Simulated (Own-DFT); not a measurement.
# How strain changes the stress of wurtzite GaN, 72 atoms (Ga36N36)

These are calculations, not measurements. They come from Own-DFT, an in-house plane-wave density functional program, since retired, whose code no person has reviewed. Each row is one single-point run on a periodic cell that was not relaxed, without spin or spin-orbit coupling.

Settings of every run: PBE; PseudoDojo norm-conserving scalar-relativistic files (stringent for Ga); cutoff 96 hartree; 4 x 4 x 3 k mesh centred on Gamma; Gaussian smearing of 0.01 eV.

Known limits: forces not confirmed at this smearing and k mesh; stress not checked against mesh or cutoff.

Unstrained cell vectors in Å: (9.567, 0.000, 0.000); (-4.783, 8.285, 0.000); (0.000, 0.000, 10.370). The unstrained cell has measured lattice constants (interpolated for alloys), not those of this functional. That, the random moves and any unrelaxed bonds set the pressure at no strain. Each run strains this cell uniformly, with the atoms carried along. Every atom was also moved at random, by a Gaussian of width 0.05 Å on each axis. Strain is the symmetric tensor, in per cent. Stress is positive in tension, and the pressure is minus a third of its trace.

```
run  e_xx (%)  e_yy (%)  e_zz (%)  e_yz (%)  e_xz (%)  e_xy (%)  s_xx (GPa)  s_yy (GPa)  s_zz (GPa)  s_yz (GPa)  s_xz (GPa)  s_xy (GPa)  P (GPa)  E (meV/atom)
  1     -1.70     -0.30     -1.12     -0.74      0.55      0.47      -12.67      -10.04      -17.55       -2.43        1.01        1.27    13.42          23.9
  2     -1.22      1.53      0.95      0.03      0.66      1.74      -10.14       -1.20       -3.76        0.17        1.33        5.46     5.03          13.6
  3      1.75      1.03     -1.82      1.69     -1.21     -1.48       -0.25       -2.00      -16.07        4.20       -2.49       -3.58     6.11          27.9
  4      0.52      0.04      0.39     -0.66      1.38      0.78       -3.44       -7.03       -4.45       -2.25        2.95        3.52     4.98           0.0
  5     -1.54     -1.39     -1.89      0.36     -1.46      0.79      -16.81      -18.75      -17.06        0.69       -3.24        2.60    17.54          45.3
  6     -0.89     -0.21     -0.65      1.33     -1.72     -1.43      -10.95      -12.38      -10.47        3.15       -3.91       -5.78    11.27          43.5
  7      0.21     -1.77     -1.60      0.48      1.46     -0.02       -8.88      -14.95      -18.18        1.06        3.24       -0.95    14.00          36.9
  8      1.13      1.60     -1.47     -0.29     -1.92      0.58       -3.81       -1.46      -10.30        0.38       -3.81        3.11     5.19          26.1
  9      1.27      0.83     -0.99     -1.05     -1.51      0.93       -1.91       -3.50      -10.68       -1.14       -3.02        2.28     5.36          20.6
 10     -0.24      1.38      0.02     -1.29     -1.89      1.97       -7.51       -1.86       -6.24       -2.67       -3.93        4.92     5.20          18.6
 11      1.55      0.04      0.03      1.80     -0.52     -0.84       -0.27       -5.01       -6.92        2.83       -1.21       -2.30     4.07           8.5
 12     -1.82      0.29     -0.24     -1.76      1.13     -1.35      -13.69       -7.47      -10.18       -3.26        1.71       -3.63    10.45          12.9
 13     -1.59     -0.23      0.47     -0.89     -1.13      0.96      -15.05       -8.49       -6.76       -1.86       -2.22        4.07    10.10          24.4
 14      1.65      0.05     -0.61     -1.82     -1.14      0.59       -1.60       -5.99       -7.01       -3.32       -2.35        2.55     4.87           5.9
 15     -0.71     -1.78     -1.80      0.96     -0.93     -0.60           ?           ?           ?           ?           ?           ?        ?             ?
```

E is the free energy for each atom above the lowest run shown.

## Worked fit

Each stress component was fitted by least squares to a constant and the strains of the runs shown, as fractions, with shears doubled. Shear strains stay in the fit of a normal stress only where such slopes are resolved. The slopes, in GPa:

| stress | at no strain | per e_xx | per e_yy | per e_zz | scatter |
|---|---|---|---|---|---|
| s_xx | -7.0 | 399 ± 27 | 69 ± 38 | 81 ± 42 | 1.21 |
| s_yy | -7.3 | 114 ± 30 | 420 ± 42 | 112 ± 47 | 1.34 |
| s_zz | -7.6 | 96 ± 40 | 82 ± 56 | 486 ± 62 | 1.78 |

Each shear stress against twice its own strain: yz 95 ± 8, xz 105 ± 2, xy 149 ± 17 GPa. These are stiffnesses along x, y and z of the frame in which the cell vectors are given, which need not be the crystal's axes. The atoms are held to the strained lattice; where symmetry lets them move under strain, relaxing them would lower some slopes. The table should be nearly symmetric about its diagonal, and what it lacks of that shows the noise. A ninth of its sum, 207 ± 5 GPa, estimates the bulk modulus near the mean pressure of these runs, 8.4 GPa, so it lies above the value at zero pressure.

## Withheld run

Question: what normal stresses and pressure should run 15 give?

The fit gives s_xx = -12.6, s_yy = -17.6, s_zz = -18.5 and P = 16.2 GPa. The calculation gave -12.94, -17.00, -20.65 and P = 16.86 GPa.
